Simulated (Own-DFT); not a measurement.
# Stretching a layer in its plane: wurtzite AlGaN with randomly placed atoms, 72 atoms (Al9Ga27N36)

Source: density functional calculations with Own-DFT, an unreviewed in-house program that is no longer used. Nothing was measured or relaxed, and spin and spin-orbit coupling are left out.

Settings: PBE; PseudoDojo norm-conserving scalar-relativistic files (stringent for Ga); cutoff 96 hartree; 4 x 4 x 3 k mesh centred on Gamma; Gaussian smearing of 0.01 eV.

Limits: forces on such cells passed a denser k mesh, each cell not checked; stress not checked against mesh or cutoff.

Unstrained cell vectors in Å: (9.509, 0.000, 0.000); (-4.755, 8.235, 0.000); (0.000, 0.000, 10.268). The unstrained cell has measured lattice constants (interpolated for alloys), not those of this functional. That, the random moves and any unrelaxed bonds set the pressure at no strain. Each run strains x and y alike by e, as a substrate would, and holds the height along z. Random moves of width 0.05 Å per axis were added to every atom. The random placing of the alloy's atoms differs from row to row. Stress is positive in tension.

```
e (%),u (Å),(s_xx + s_yy)/2 (GPa),s_zz (GPa)
-2.75,0.053,-23.56,-14.09
-2.25,0.048,-19.70,-11.62
-1.25,0.052,-13.90,-9.33
-0.25,0.048,-7.74,-7.44
0.75,0.048,-1.68,-7.72
1.25,0.052,0.09,-7.07
1.75,0.046,2.76,-5.54
2.50,0.048,4.84,-3.85
2.75,0.052,?,?
3.00,0.048,8.17,-6.82
```

## What the rows give

With e as a fraction, the in-plane stress is -6.2 + 549 e - 2861 e² GPa (errors 9 and 582, scatter 0.53), and s_zz is -8.6 + 137 e GPa (slope ± 24, scatter 1.41). At e = 0 the first slope is C11 + C12 and the second 2 C13, both with the ions held to the strained lattice and at the cell's own pressure. The term in e² is negative: the layer stiffens under compression and softens under tension. A free layer would change its height as e changes, and the in-plane slope would drop by 2 C13²/C33 to the biaxial modulus. At fixed height, a misfit of 1 % moves the in-plane stress by about 5.5 GPa and s_zz by 1.4 GPa.

## Prediction

The question: what are the two stresses at e = 2.75 %?

From the fit: 6.7 and -4.8 GPa. DFT gave 6.28 and -3.89 GPa.
